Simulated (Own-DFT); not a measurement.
# One host, several defects: zincblende GaAs

The numbers are computed, not measured, by runs of the plane-wave DFT program Own-DFT (in-house, retired, unreviewed) at fixed positions, with no spin and no spin-orbit coupling.

Method: PBE; PseudoDojo norm-conserving scalar-relativistic files; cutoff 42 hartree; 3 x 3 x 3 k mesh centred on Gamma; Fermi-Dirac smearing of 0.1 eV.

Limits (not all hold for every row): not probed for a lower state with spin; forces not confirmed at this smearing and k mesh; stress not checked against mesh or cutoff.

All runs share one cell, with vectors in Å (11.737, 0.000, 0.000); (0.000, 11.737, 0.000); (0.000, 0.000, 10.833) and a volume of 1492.4 Å³, strained against the parent crystal. Atoms were moved at random from their sites; u is the rms move along one axis. The defect's site can differ from row to row.

| cell | formula | u (Å) | P (GPa) |
|---|---|---|---|
| no defect | As32Ga32 | 0.0275 | 1.24 |
| no defect | As32Ga32 | 0.0312 | 1.29 |
| no defect | As32Ga32 | 0.0501 | 1.57 |
| one In on a Ga site | As32Ga31In | 0.0472 | 2.00 |
| one In on a Ga site | As32Ga31In | 0.0478 | 2.02 |
| one In on a Ga site | As32Ga31In | 0.0540 | 2.17 |
| one P on an As site | As31Ga32P | 0.0289 | 0.98 |
| one P on an As site | As31Ga32P | 0.0294 | 1.02 |
| one P on an As site | As31Ga32P | 0.0306 | 1.01 |
| one Al on a Ga site | AlAs32Ga31 | 0.0298 | ? |
| one Al on a Ga site | AlAs32Ga31 | 0.0305 | 1.25 |
| one Al on a Ga site | AlAs32Ga31 | 0.0492 | 1.50 |
| one Al on a Ga site | AlAs32Ga31 | 0.0562 | 1.65 |
| one As vacancy and one Ga vacancy | As31Ga31 | 0.0287 | 0.97 |
| one As vacancy and one Ga vacancy | As31Ga31 | 0.0301 | 0.91 |
| one As vacancy and one Ga vacancy | As31Ga31 | 0.0542 | 1.19 |

## Fit

P = P0 + c u² + a shift for each defect gives P0 = 1.14 GPa, c = 160 ± 13 GPa/Å² and a scatter of 0.04 GPa. The shifts, and each times the cell's volume:

- one In on a Ga site: 0.52 ± 0.03 GPa, 4.9 eV
- one Al on a Ga site: -0.02 ± 0.03 GPa, -0.2 eV (not resolved)
- one P on an As site: -0.28 ± 0.03 GPa, -2.6 eV
- one As vacancy and one Ga vacancy: -0.37 ± 0.03 GPa, -3.4 eV

Positive is outwards. The product with the volume (160.2 GPa Å³ to the eV) is nearly free of the cell's size; divided by the bulk modulus at the cell's pressure it gives the volume that the defect adds. The atoms around the defects weren't relaxed, which would change these numbers.

## The run left out

The question: what pressure belongs in the blank (one Al on a Ga site, u = 0.0298 Å)?

The fitted form gives 1.26 ± 0.05 GPa. The calculation gave 1.24 GPa.
